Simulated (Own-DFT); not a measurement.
Simulation results for Al₃GaN₄ (wurtzite random alloy, strained, atoms displaced)

Computed with Own-DFT development build. A calculation, not a measurement: plane-wave PBE density functional theory by an unreviewed code, no spin, of a simulated periodic cell, stress positive in tension, free energy of the whole cell less one offset for each atom, forces on such cells passed a denser k mesh, this cell's mesh not checked; offsets are fitted by least squares, one for each functional and potential file, so energies compare only between cells with the same atoms and settings and are not formation energies; the far tail of each file's local potential was reset to the Coulomb form; each entry is a single point on an unrelaxed cell, so the pressure reflects the starting lattice, mostly measured values, from which strain is counted, and rises with the displacements; printed positions are rounded, which can move forces by about a meV/angstrom; the program is a retired in-house code; no spin-orbit coupling.

```xyz
72
Lattice="9.3938 0.0000 0.0000 -4.6969 8.1352 0.0000 0.0000 0.0000 9.8642" Properties=species:S:1:pos:R:3:force_x:R:1:force_y:R:1:force_z:R:1 formula=Al3GaN4 functional=PBE potential_files=PseudoDojo_norm-conserving,scalar-relativistic,standard_set_with_the_stringent_files_for_Ga wave_cutoff=96 occupations=Gaussian smearing_width=0.01 k_mesh=4_x_4_x_3_centred_on_Gamma free_energy_of_cell_above_offsets=-20.990 pressure=11.01 stress_xx=-7.71 stress_yy=-6.71 stress_zz=-18.6 stress_yz=1.11 stress_xz=-0.53 stress_xy=-0.34
Al    -0.1112     1.7557     9.8032      1.402      0.542      0.228
Al     1.6016     0.8672     2.4683     -0.843      1.406      0.095
N      0.0164     1.8231     1.7837      1.475     -1.151      0.564
N      1.5565     0.9585     4.4428      2.559     -1.983     -1.855
Ga     0.0799     1.8093     5.0153     -1.796      1.006     -1.211
Al     1.5070     0.8996     7.4102      1.176      0.101     -0.856
N      0.0161     1.8189     6.8510      0.338      0.008      1.223
N      1.5800     0.9376     9.2075     -0.803      0.496      0.964
Al    -1.5536     4.4351     9.8490      0.027      1.274     -0.348
Ga    -0.0834     3.6157     2.4211      1.775     -0.555      0.179
N     -1.6225     4.4206     1.8606      0.179      2.499     -0.638
N      0.0247     3.6168     4.3421     -0.542      0.327      0.472
Al    -1.5639     4.4764     4.8973     -0.201     -0.006      0.076
Al     0.0275     3.5903     7.3300     -0.649      1.393      1.207
N     -1.6270     4.5112     6.7590      2.353      0.247     -0.235
N     -0.0053     3.5209     9.2789      0.045       1.34     -0.918
Al    -3.1592     7.3787     9.7798      1.023     -3.468      0.576
Ga    -1.5457     6.3496     2.4982     -0.187     -0.778     -1.098
N     -3.1297     7.2753     1.8255      0.718      0.401     -0.146
N     -1.4881     6.3297     4.4161     -1.917       -0.2      0.239
Al    -3.1019     7.2717     4.9546     -0.846     -1.093       0.35
Al    -1.5778     6.2803     7.3476      0.086     -0.016      1.463
N     -3.1283     7.2445     6.9061      0.986      0.632     -1.459
N     -1.4921     6.2982     9.2806     -1.498      0.153     -0.083
Al     3.1280     1.7723     9.8392      0.327      0.877     -0.081
Al     4.6772     0.9145     2.4586      1.245     -0.107     -0.452
N      3.1167     1.7483     1.8376      0.174     -0.071      0.143
N      4.7215     0.9660     4.3192     -1.058     -1.328      1.292
Al     3.1516     1.7983     5.0325      0.375      0.152     -3.036
Al     4.6342     0.9886     7.4781      1.927     -1.647       -2.3
N      3.1105     1.7735     6.7866      0.001      0.811      2.424
N      4.7919     0.8113     9.2347     -1.801      2.656      1.345
Al     1.5531     4.5469     0.0096     -0.952      0.165     -1.468
Ga     3.1003     3.6132     2.4729      0.211     -0.341     -1.003
N      1.5525     4.5087     1.8046     -0.356      0.448      1.442
N      3.1532     3.5634     4.3389     -0.404     -0.106      1.956
Al     1.5567     4.4237     4.9554      0.913      1.731     -2.439
Al     3.2108     3.6152     7.3829     -1.344      0.786     -0.313
N      1.5477     4.5546     6.7096      0.664     -0.703      2.597
N      3.0067     3.6187     9.2435      2.535     -0.558     -0.026
Al    -0.0104     7.2872     0.0043      0.753     -2.632      0.236
Al     1.5788     6.2573     2.5217       0.02       1.07     -3.412
N      0.0009     7.2230     1.8982      0.939      0.554     -0.161
N      1.6547     6.2856     4.2414     -0.991      0.428      4.285
Al    -0.0584     7.2714     5.0095      2.314      0.105     -0.847
Al     1.5227     6.3686     7.2960      1.875     -0.655      1.769
N     -0.0259     7.1508     6.9019     -0.654      2.371     -1.644
N      1.6193     6.3771     9.3072     -1.865      -1.33     -1.485
Al     6.2915     1.7860     9.7677     -0.578      0.842      1.966
Ga     7.9456     0.9057     2.5131     -1.876     -0.476     -1.528
N      6.2844     1.8215     1.9360     -0.642     -0.868     -1.783
N      7.9227     0.9622     4.3623     -1.518     -1.007      1.379
Al     6.2521     1.7997     4.9260      1.106      -0.26       0.22
Al     7.9012     0.9493     7.4076     -1.755     -0.994     -1.389
N      6.3237     1.7877     6.8290      -1.48     -0.035     -0.391
N      7.7636     0.8958     9.1951       1.52     -0.991      1.275
Al     4.6774     4.6077     9.8115      0.151     -4.025      1.812
Ga     6.2122     3.6838     2.5259      0.735     -2.329     -2.326
N      4.7244     4.4893     1.9245     -1.843      1.411     -2.319
N      6.2699     3.5338     4.2889      0.094      1.412      4.009
Al     4.7024     4.4633     4.9004      0.308       0.75      0.095
Ga     6.2307     3.7222     7.4219      1.479     -2.472     -1.726
N      4.7849     4.5964     6.8230     -3.282     -1.358     -1.714
N      6.2861     3.6112     9.1939     -1.025     -0.076      3.712
Al     3.1154     7.1880     9.8223      0.361      0.926      0.123
Ga     4.7578     6.3748     2.4575     -1.516     -0.869      -0.04
N      3.1299     7.1805     1.7890     -0.176      0.369      1.222
N      4.6659     6.2847     4.3741      1.436      0.845      0.699
Al     3.1441     7.2867     4.9313      0.036     -0.867     -0.603
Ga     4.7227     6.3391     7.4530     -1.037      0.617     -1.248
N      3.1638     7.2609     6.7890     -0.897      0.417      0.332
N      4.6743     6.2466     9.2991      0.688      3.787      0.612
```

Units: wave_cutoff in hartree; smearing_width, free_energy_of_cell_above_offsets in eV; pressure, stress_xx, stress_yy, stress_zz, stress_yz, stress_xz, stress_xy in GPa; force_x, force_y, force_z in eV/Å.
